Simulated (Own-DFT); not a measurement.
# What a defect does to the pressure of its cell: zincblende GaAs

No measurement is shown. These are fixed-geometry runs of a retired plane-wave code named Own-DFT, which no person has reviewed; spin and spin-orbit coupling are neglected.

All runs used: PBE; PseudoDojo norm-conserving scalar-relativistic files; cutoff 42 hartree; 3 x 3 x 3 k mesh centred on Gamma; Fermi-Dirac smearing of 0.1 eV.

Known weak points (not all hold for every row): not probed for a lower state with spin; forces not confirmed at this smearing and k mesh; stress not checked against mesh or cutoff.

All runs share one cell, with vectors in Å (11.737, 0.000, 0.000); (0.000, 11.737, 0.000); (0.000, 0.000, 10.833) and a volume of 1492.4 Å³, strained against the parent crystal. u is the rms random offset of the atoms per axis. The defect's site can differ from row to row.

```
                             cell     formula   u (Å)  P (GPa)
                        no defect    As32Ga32  0.0298     1.23
                        no defect    As32Ga32  0.0309     1.28
                        no defect    As32Ga32  0.0554     1.63
one As vacancy and one Ga vacancy    As31Ga31  0.0314     0.97
one As vacancy and one Ga vacancy    As31Ga31  0.0349     1.04
one As vacancy and one Ga vacancy    As31Ga31  0.0485        ?
one As vacancy and one Ga vacancy    As31Ga31  0.0509     1.31
              one Al on a Ga site  AlAs32Ga31  0.0277     1.18
              one Al on a Ga site  AlAs32Ga31  0.0284     1.23
              one Al on a Ga site  AlAs32Ga31  0.0488     1.38
```

## Worked fit

P = P0 + c u² + a shift for each defect gives P0 = 1.11 GPa, c = 165 ± 17 GPa/Å² and a scatter of 0.04 GPa. The shifts, and each times the cell's volume:

- one Al on a Ga site: -0.07 ± 0.04 GPa, -0.6 eV (not resolved)
- one As vacancy and one Ga vacancy: -0.27 ± 0.04 GPa, -2.5 eV

Against the defect-free cell, a freed cell would be larger where the shift is positive and smaller where it is negative (160.2 GPa Å³ is 1 eV). The atoms around the defects weren't relaxed, which would change these numbers.

## Check

The question: what pressure belongs in the blank (one As vacancy and one Ga vacancy, u = 0.0485 Å)?

The fit gives 1.23 ± 0.05 GPa. The run itself gave 1.15 GPa.
